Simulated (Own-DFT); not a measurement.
# Response to strain: wurtzite AlN, 72 atoms (Al36N36)

These are calculations, not measurements. They come from Own-DFT, an in-house plane-wave density functional program, since retired, whose code no person has reviewed. Each row is one single-point run on a periodic cell that was not relaxed, without spin or spin-orbit coupling.

Settings of every run: PBE; PseudoDojo norm-conserving scalar-relativistic files; cutoff 42 hartree; 4 x 4 x 3 k mesh centred on Gamma; Gaussian smearing of 0.01 eV.

Known limits: k mesh not checked against a denser one; stress not checked against mesh or cutoff.

Unstrained cell vectors in Å: (9.336, 0.000, 0.000); (-4.668, 8.085, 0.000); (0.000, 0.000, 9.964). The unstrained cell has measured lattice constants (interpolated for alloys), not those of this functional. That, the random moves and any unrelaxed bonds set the pressure at no strain. Each run strains this cell uniformly, with the atoms carried along. Every atom was also moved at random, by a Gaussian of width 0.05 Å on each axis. Strain is the symmetric tensor, in per cent. Stress is positive in tension, and the pressure is minus a third of its trace.

| run | e_xx (%) | e_yy (%) | e_zz (%) | e_yz (%) | e_xz (%) | e_xy (%) | s_xx (GPa) | s_yy (GPa) | s_zz (GPa) | s_yz (GPa) | s_xz (GPa) | s_xy (GPa) | P (GPa) | E (meV/atom) |
|---|---|---|---|---|---|---|---|---|---|---|---|---|---|---|
| 1 | -1.77 | 1.04 | 0.54 | -1.48 | 0.33 | 1.71 | -16.32 | -2.77 | -2.53 | -3.55 | 1.81 | 9.35 | 7.21 | 45.0 |
| 2 | 1.11 | 1.18 | -1.79 | 1.33 | -1.50 | -1.66 | -0.02 | -2.68 | -11.45 | 3.61 | -3.99 | -6.12 | 4.72 | 32.3 |
| 3 | -1.38 | -0.69 | -0.93 | -1.97 | -1.66 | 1.42 | -14.70 | -11.69 | -11.95 | -5.52 | -4.41 | 4.92 | 12.78 | 45.8 |
| 4 | -0.51 | -0.73 | 1.98 | 0.79 | 0.79 | -0.20 | -6.86 | -6.96 | 1.81 | 1.38 | 1.42 | -1.07 | 4.00 | 12.2 |
| 5 | 0.29 | 1.44 | -1.10 | 0.16 | 1.60 | -1.85 | -3.60 | 0.41 | -10.04 | -0.17 | 3.86 | -6.66 | 4.41 | 24.0 |
| 6 | -1.60 | 1.97 | 0.55 | -1.96 | -0.95 | -1.77 | -8.63 | 1.70 | -4.01 | -4.94 | -1.82 | -4.47 | 3.64 | 21.3 |
| 7 | 1.10 | 1.64 | 1.13 | -1.91 | -0.11 | -1.06 | 2.89 | 2.00 | 2.64 | -4.72 | -0.36 | -2.94 | -2.51 | 0.0 |
| 8 | 1.52 | -1.69 | -0.88 | -1.41 | 0.04 | -1.41 | -3.60 | -12.41 | -8.11 | -4.09 | 0.65 | -5.79 | 8.04 | 38.6 |
| 9 | -0.25 | -1.69 | -1.70 | -0.85 | -0.74 | 0.43 | -10.00 | -15.63 | -15.52 | -2.58 | -3.23 | -0.02 | 13.72 | 36.8 |
| 10 | 1.80 | 0.77 | -0.57 | -1.97 | -1.47 | 0.80 | 1.79 | -0.71 | -6.70 | -4.96 | -3.84 | 3.34 | 1.87 | 25.3 |
| 11 | 0.11 | -0.21 | -1.99 | 0.82 | 0.97 | 0.15 | -6.77 | -7.97 | -17.37 | 2.77 | 1.88 | -0.79 | 10.70 | 49.1 |
| 12 | 0.73 | 1.52 | 1.95 | -1.50 | -0.90 | -1.15 | 0.17 | 2.94 | 3.17 | -3.02 | -2.79 | -3.81 | -2.09 | 29.5 |
| 13 | -0.08 | -1.73 | -0.58 | 0.29 | -1.28 | -0.93 | -9.77 | -12.11 | -11.05 | 1.09 | -2.72 | -3.98 | 10.98 | 37.5 |
| 14 | 1.33 | -0.67 | 0.14 | 0.88 | 0.30 | 1.80 | -1.76 | -6.99 | -3.07 | 2.04 | 1.05 | 7.95 | 3.94 | 17.7 |
| 15 | 1.38 | -0.45 | 0.67 | 1.65 | -0.27 | -0.68 | 0.87 | -7.88 | -1.34 | 4.27 | -1.06 | -3.27 | 2.78 | 29.7 |
| 16 | -1.11 | -0.64 | 0.84 | 0.29 | -0.92 | 0.47 | -10.60 | -9.67 | -2.34 | 0.82 | -1.60 | 2.03 | 7.54 | 19.5 |
| 17 | -1.33 | 0.71 | -1.07 | -0.30 | -1.06 | -0.06 | -10.52 | -3.81 | -12.27 | -0.88 | -2.24 | -0.95 | 8.86 | 17.4 |
| 18 | -0.44 | -0.96 | -1.24 | 0.49 | -0.49 | -1.81 | ? | ? | ? | ? | ? | ? | ? | ? |

E is the free energy for each atom above the lowest run shown.

## Worked fit

Each stress component was fitted by least squares to a constant and the strains of the runs shown, as fractions, with shears doubled. Shear strains stay in the fit of a normal stress only where such slopes are resolved. The slopes, in GPa:

| stress | at no strain | per e_xx | per e_yy | per e_zz | scatter |
|---|---|---|---|---|---|
| s_xx | -6.1 | 453 ± 32 | 147 ± 31 | 68 ± 31 | 1.52 |
| s_yy | -5.9 | 78 ± 22 | 422 ± 22 | 80 ± 22 | 1.07 |
| s_zz | -5.8 | 105 ± 27 | 61 ± 26 | 478 ± 26 | 1.27 |

Each shear stress against twice its own strain: yz 131 ± 5, xz 124 ± 10, xy 200 ± 11 GPa. These are stiffnesses along x, y and z of the frame in which the cell vectors are given, which need not be the crystal's axes. The atoms are held to the strained lattice; where symmetry lets them move under strain, relaxing them would lower some slopes. The table should be nearly symmetric about its diagonal, and what it lacks of that shows the noise. A ninth of its sum, 210 ± 5 GPa, estimates the bulk modulus near the mean pressure of these runs, 5.9 GPa, so it lies above the value at zero pressure.

## Withheld run

Question: what normal stresses and pressure should run 18 give?

The fit gives s_xx = -10.4, s_yy = -11.3, s_zz = -12.8 and P = 11.5 GPa. The calculation gave -9.78, -12.60, -12.89 and P = 11.76 GPa.
